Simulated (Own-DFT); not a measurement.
Si12O23 (quartz with two neutral oxygen vacancies, atoms displaced) (calculated)

All values are calculated (Own-DFT development build). A calculation, not a measurement: plane-wave PBE and HSE06 DFT by an unreviewed code, no spin, of a simulated cell at Gamma alone, so results move with cell size and shape, stress positive in tension, energies less offsets, not probed for a lower state with spin; oxygen file: force components 24 meV/angstrom off all-electron in a glass; k mesh not checked against a denser one; forces and stress are PBE's, HSE06 gives the energy alone, and its difference from PBE has offsets of its own; offsets are fitted by least squares, one for each functional and potential file, so energies compare only between cells with the same atoms and settings and are not formation energies; the far tail of each file's local potential was reset to the Coulomb form; each entry is a single point on an unrelaxed cell, so the pressure reflects the starting lattice, mostly measured values (interpolated for alloys), from which strain is counted, and rises with the displacements; printed positions are rounded, which can move forces by about a meV/angstrom; the program, named Own-DFT, is a retired in-house code; no spin-orbit coupling.

```json
{"formula": "Si12O23", "kind": "quartz with two neutral oxygen vacancies, atoms displaced", "structure": {"cell_angstrom": [[9.8268, 0.0, 0.0], [-4.9134, 8.5103, 0.0], [0.0, 0.0, 10.8104]], "atoms_fractional": [["Si", 0.2404, 0.99624, 0.00132], ["Si", 0.00342, 0.23735, 0.33229], ["Si", 0.26414, 0.26379, 0.17291], ["O", 0.21091, 0.13898, 0.06186], ["O", 0.42863, 0.29012, 0.21909], ["O", 0.36201, 0.06831, 0.39542], ["O", 0.069, 0.36818, 0.4387], ["O", 0.13944, 0.21392, 0.27444], ["O", 0.29411, 0.42301, 0.10443], ["Si", 0.23102, 0.00281, 0.49796], ["Si", 0.99989, 0.23647, 0.83496], ["Si", 0.26426, 0.26542, 0.66451], ["O", 0.20812, 0.13669, 0.56076], ["O", 0.42714, 0.29424, 0.72401], ["O", 0.36975, 0.0765, 0.89616], ["O", 0.08075, 0.37047, 0.94552], ["O", 0.13269, 0.2016, 0.77555], ["O", 0.28822, 0.42337, 0.60853], ["Si", 0.23558, 0.50328, 0.00208], ["Si", 0.00286, 0.7365, 0.33679], ["Si", 0.26716, 0.76809, 0.16697], ["O", 0.20093, 0.6286, 0.0588], ["O", 0.42313, 0.798, 0.22326], ["O", 0.36968, 0.57607, 0.38576], ["O", 0.07702, 0.86734, 0.44021], ["O", 0.13012, 0.70083, 0.27346], ["O", 0.29424, 0.92817, 0.10091], ["Si", 0.2346, 0.50227, 0.49905], ["Si", 0.00337, 0.73383, 0.83103], ["Si", 0.2676, 0.76554, 0.66553], ["O", 0.2059, 0.63567, 0.55718], ["O", 0.42812, 0.79524, 0.72842], ["O", 0.06479, 0.86567, 0.94424], ["O", 0.13101, 0.70636, 0.77387], ["O", 0.29453, 0.92923, 0.60302], ["Si", 0.73429, 0.99605, 0.99581], ["Si", 0.50123, 0.23756, 0.33473], ["Si", 0.76893, 0.26545, 0.16701], ["O", 0.70544, 0.12961, 0.05454], ["O", 0.92219, 0.29044, 0.22898], ["O", 0.86444, 0.07241, 0.39439], ["O", 0.57343, 0.36533, 0.43783], ["O", 0.62445, 0.20995, 0.26607], ["O", 0.79246, 0.42393, 0.10697], ["Si", 0.73625, 0.9988, 0.49761], ["Si", 0.5028, 0.24007, 0.82978], ["Si", 0.76099, 0.26467, 0.6635], ["O", 0.7089, 0.12929, 0.56021], ["O", 0.93562, 0.29595, 0.72732], ["O", 0.86845, 0.07145, 0.89016], ["O", 0.56724, 0.36364, 0.94574], ["O", 0.6321, 0.20704, 0.77769], ["O", 0.7932, 0.42386, 0.61043], ["Si", 0.73724, 0.50637, 0.99886], ["Si", 0.5006, 0.73574, 0.33417], ["Si", 0.76933, 0.76258, 0.1679], ["O", 0.70634, 0.63639, 0.05752], ["O", 0.9238, 0.79229, 0.22517], ["O", 0.86631, 0.57262, 0.39128], ["O", 0.57428, 0.86639, 0.44246], ["O", 0.63637, 0.70983, 0.27816], ["O", 0.79442, 0.92885, 0.11146], ["Si", 0.73439, 0.50022, 0.50248], ["Si", 0.50548, 0.74029, 0.8325], ["Si", 0.7697, 0.76833, 0.66456], ["O", 0.69846, 0.63342, 0.56454], ["O", 0.92942, 0.79292, 0.72986], ["O", 0.86742, 0.57292, 0.89462], ["O", 0.63606, 0.70858, 0.77102], ["O", 0.80079, 0.93084, 0.60542]]}, "settings": {"first_functional": "PBE", "second_functional": "HSE06", "exact_exchange_share": 0.25, "screening [1/bohr]": 0.11, "exchange_divergence": "Gygi-Baldereschi", "potential_files": "PseudoDojo norm-conserving, scalar-relativistic, made for PBE, standard set", "wave_cutoff [hartree]": 48.0, "occupations": "fixed", "k_mesh": "1 x 1 x 1 centred on Gamma"}, "results": {"PBE_energy_of_cell_above_offsets [eV]": "-20.966", "HSE06_less_PBE_above_offsets [eV]": "0.079", "PBE_pressure [GPa]": 6.88, "PBE_stress_xx [GPa]": -8.67, "PBE_stress_yy [GPa]": -5.79, "PBE_stress_zz [GPa]": -6.17, "PBE_stress_yz [GPa]": -0.32, "PBE_stress_xz [GPa]": -0.24, "PBE_stress_xy [GPa]": 1.14, "force_element": ["Si", "Si", "Si", "O", "O", "O", "O", "O", "O", "Si", "Si", "Si", "O", "O", "O", "O", "O", "O", "Si", "Si", "Si", "O", "O", "O", "O", "O", "O", "Si", "Si", "Si", "O", "O", "O", "O", "O", "Si", "Si", "Si", "O", "O", "O", "O", "O", "O", "Si", "Si", "Si", "O", "O", "O", "O", "O", "O", "Si", "Si", "Si", "O", "O", "O", "O", "O", "O", "Si", "Si", "Si", "O", "O", "O", "O", "O"], "force_x [eV/angstrom]": [-5.817, -1.105, 1.857, 0.61, 0.932, 1.283, 0.46, -1.869, -0.086, 1.541, 1.918, -0.388, -0.529, -0.014, 0.588, -1.92, 0.356, -0.816, 3.978, -0.701, -2.479, -1.613, 3.751, -1.81, -1.709, 0.249, 3.103, 0.85, -2.083, -1.228, -0.052, -0.788, 1.284, 3.337, 0.258, -0.72, -2.163, -2.911, -0.537, 1.859, 1.736, 0.128, 2.832, -0.385, 0.324, -1.61, 2.933, -1.205, -3.326, 0.369, 0.548, 2.439, -1.322, -0.121, -0.053, -4.056, -0.479, 4.091, -0.603, -0.967, 0.721, 0.092, -0.392, 0.012, 0.063, 1.307, -1.241, 0.692, 0.454, 0.142], "force_y [eV/angstrom]": [3.112, -1.306, 0.936, -2.1, 0.336, 2.016, 0.863, -1.241, 0.964, 0.226, -0.067, -0.715, -0.9, 0.511, 0.247, -2.535, 0.48, 2.195, 1.138, -0.525, -1.517, 2.629, 0.198, -2.878, -0.778, 0.446, -2.525, -0.578, 0.847, 1.159, -0.093, 0.576, 0.122, -0.321, -0.699, -2.638, -2.117, -1.644, 1.515, 0.44, 1.464, 1.771, -0.721, 1.412, -0.48, -0.571, -2.448, 1.152, 0.472, 0.099, 0.942, -0.018, 2.73, -2.924, 2.26, 0.953, 0.227, 0.283, -0.622, -0.728, -0.201, -0.261, 0.675, -0.251, 0.905, -2.257, 0.429, 0.157, -0.371, 0.142], "force_z [eV/angstrom]": [-3.036, 0.676, -4.393, -0.804, 1.914, -1.915, 0.651, 2.756, 0.526, 1.937, 1.095, 2.894, -1.389, -0.69, -1.348, -1.968, -0.413, -1.4, -1.316, -2.21, -1.708, 1.889, 2.261, 2.315, -0.02, -0.186, 4.159, -0.796, 3.404, 0.439, -0.121, -1.425, -0.311, -1.732, 0.823, -0.808, -1.728, -2.067, 1.378, 0.562, -2.02, 2.128, -0.386, -0.722, 1.389, 2.956, 3.098, 0.528, -2.175, -0.082, -0.482, -1.859, -1.693, 0.727, -1.981, -1.154, 0.253, 2.414, 1.233, -0.305, -0.631, -0.082, -0.315, 4.765, 1.895, -2.113, -1.912, -1.089, -0.182, -0.099]}}
```
